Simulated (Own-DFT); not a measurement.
# Strain and stress in 4H SiC, 32 atoms (C16Si16)

All numbers below are calculated, not measured. The program, named Own-DFT, is a retired in-house plane-wave density functional code that no person has reviewed. Each row is one single-point run on a periodic cell that was not relaxed, without spin or spin-orbit coupling.

Settings of every run: PBE; PseudoDojo norm-conserving scalar-relativistic files; cutoff 42 hartree; 5 x 5 x 3 k mesh centred on Gamma; Fermi-Dirac smearing of 0.1 eV.

Known limits: forces on such cells passed a denser k mesh, each cell not checked; stress not checked against mesh or cutoff.

Unstrained cell vectors in Å: (6.165, 0.000, 0.000); (-3.083, 5.339, 0.000); (0.000, 0.000, 10.068). The unstrained cell has measured lattice constants (interpolated for alloys), not those of this functional. That, the random moves and any unrelaxed bonds set the pressure at no strain. Each run strains this cell uniformly, with the atoms carried along. Every atom was also moved at random, by a Gaussian of width 0.05 Å on each axis. Strain is the symmetric tensor, in per cent. Stress is positive in tension, and the pressure is minus a third of its trace.

```
run  e_xx (%)  e_yy (%)  e_zz (%)  e_yz (%)  e_xz (%)  e_xy (%)  s_xx (GPa)  s_yy (GPa)  s_zz (GPa)  s_yz (GPa)  s_xz (GPa)  s_xy (GPa)  P (GPa)  E (meV/atom)
  1     -0.45      0.71     -1.26      1.69      1.02      1.23       -7.98       -2.57      -11.43        4.43        3.94        4.71     7.32          31.8
  2     -0.31      1.71      1.23     -0.39      1.55     -2.00       -2.15        5.99       -1.21       -0.84        4.34       -7.38    -0.88          17.2
  3      0.20      1.43     -0.34     -1.09     -1.08     -1.22       -5.57        1.77       -6.16       -3.48       -3.26       -4.64     3.32          63.7
  4     -0.47     -1.52     -1.44      1.92      1.65      0.73       -8.44      -15.01      -17.56        8.40        3.49        5.80    13.67          49.6
  5      0.14     -1.31      1.22      0.20     -0.95      0.85       -1.55      -13.14       -0.09       -0.07       -2.65        4.18     4.93           0.0
  6     -0.94     -1.92      0.18     -1.25      0.63      0.14      -12.04      -20.10       -4.30       -4.87        1.09       -0.26    12.15          53.0
  7     -1.43      1.36      0.73     -1.45     -1.08      1.41      -11.35        2.28       -1.68       -5.04       -3.33        5.69     3.58          28.4
  8      1.49     -0.91      0.73      0.37      1.48     -1.79        0.62       -9.13       -0.99        3.33        6.52       -9.29     3.17          37.9
  9     -1.70      1.22      0.56     -0.34      1.19      0.85      -10.47        1.39       -4.24       -0.02        4.38        4.51     4.44           8.6
 10      1.40      1.67     -0.14     -0.42      0.04     -1.58        4.89        5.45       -5.12       -1.40        0.66       -5.30    -1.74           4.8
 11     -1.11     -1.18      1.24     -1.42     -1.04      1.31       -9.92      -13.77        0.59       -5.82       -3.44        4.36     7.70          24.1
 12      1.39     -0.78     -0.81     -1.38     -1.04     -1.07        0.83       -6.50      -11.13       -4.76       -3.94       -6.27     5.60          14.6
 13     -0.92      0.90     -1.40      1.74     -1.79     -1.22       -8.66       -2.59      -15.81        6.13       -5.48       -6.92     9.02          35.0
 14      1.01     -0.88      1.25     -1.24      1.61     -0.23       -0.45       -9.04        2.01       -3.67        5.17       -0.57     2.49          31.4
 15     -1.97      1.88      0.11      1.85      0.38     -1.31      -12.18        3.59       -7.71        6.75       -0.75       -4.28     5.43          40.1
 16     -1.78      1.48      1.81      0.27     -1.18      1.65           ?           ?           ?           ?           ?           ?        ?             ?
```

E is the free energy for each atom above the lowest run shown.

## Worked fit

Each stress component was fitted by least squares to a constant and the strains of the runs shown, as fractions, with shears doubled. Shear strains stay in the fit of a normal stress only where such slopes are resolved. The slopes, in GPa:

| stress | at no strain | per e_xx | per e_yy | per e_zz | scatter |
|---|---|---|---|---|---|
| s_xx | -4.7 | 474 ± 40 | 87 ± 33 | 89 ± 45 | 1.65 |
| s_yy | -5.5 | 125 ± 30 | 613 ± 25 | 45 ± 34 | 1.26 |
| s_zz | -6.2 | 73 ± 39 | 19 ± 32 | 585 ± 44 | 1.60 |

Each shear stress against twice its own strain: yz 174 ± 14, xz 153 ± 12, xy 225 ± 21 GPa. These are stiffnesses along x, y and z of the frame in which the cell vectors are given, which need not be the crystal's axes. The atoms are held to the strained lattice; where symmetry lets them move under strain, relaxing them would lower some slopes. The table should be nearly symmetric about its diagonal, and what it lacks of that shows the noise. A ninth of its sum, 235 ± 7 GPa, estimates the bulk modulus near the mean pressure of these runs, 5.3 GPa, so it lies above the value at zero pressure.

## Withheld run

Question: what normal stresses and pressure should run 16 give?

The fit gives s_xx = -10.2, s_yy = 2.2, s_zz = 3.3 and P = 1.6 GPa. The calculation gave -11.10, 0.26, 3.63 and P = 2.41 GPa.
